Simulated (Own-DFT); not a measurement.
# A change of arrangement and its cost: Ga32P32, 64 atoms

All numbers below are calculated, not measured. The program, named Own-DFT, is a retired in-house plane-wave density functional code that no person has reviewed. Each row is one single-point run on a periodic cell that was not relaxed, without spin or spin-orbit coupling.

Settings of every run: PBE; PseudoDojo norm-conserving scalar-relativistic files; cutoff 42 hartree; 3 x 3 x 3 k mesh centred on Gamma; Fermi-Dirac smearing of 0.1 eV.

Known limits, some of them of some rows only: not probed for a lower state with spin; forces on such cells failed a check on a denser k mesh; forces on such cells passed a denser k mesh, each cell not checked; stress not checked against mesh or cutoff.

All cells hold the same atoms in the same cell, with vectors in Å (10.901, 0.000, 0.000); (0.000, 10.901, 0.000); (0.000, 0.000, 10.901). Every atom was moved at random from its ideal site; u is the rms move along one axis. The defect's site can differ from row to row. E is the free energy of the cell above the lowest run. The arrangements:

- A: zincblende GaP
- B: zincblende GaP, with one Ga on a P site and one P on a Ga site, 2.4 Å apart

| arrangement | u (Å) | E (eV) | P (GPa) |
|---|---|---|---|
| A | 0.0186 | 0.000 | 2.70 |
| A | 0.0189 | 0.044 | 2.72 |
| A | 0.0191 | 0.079 | 2.72 |
| A | 0.0488 | 2.158 | 3.17 |
| A | 0.0509 | 2.449 | 3.21 |
| A | 0.0531 | 2.448 | 3.28 |
| B | 0.0305 | 3.719 | 2.99 |
| B | 0.0311 | 3.896 | 3.04 |
| B | 0.0335 | 4.025 | 3.05 |
| B | 0.0478 | 5.128 | 3.28 |
| B | 0.0504 | 5.449 | 3.38 |
| B | 0.0516 | 5.695 | 3.48 |

Question: once the cost of the random moves is taken out, how do the arrangements rank?

## Worked answer

Fit E = a + b u², with one b for all and one a for each arrangement, and with residuals divided by u², since the noise grows with the moves. Then b = 1040 eV/Å², the scatter at u = 0.04 Å is 0.10 eV, and against A:

- B: 3.16 ± 0.04 eV (higher)

These are energies of unrelaxed cells. Relaxing the atoms lowers the strained arrangements most, so the gaps would shrink and small ones could change sign.
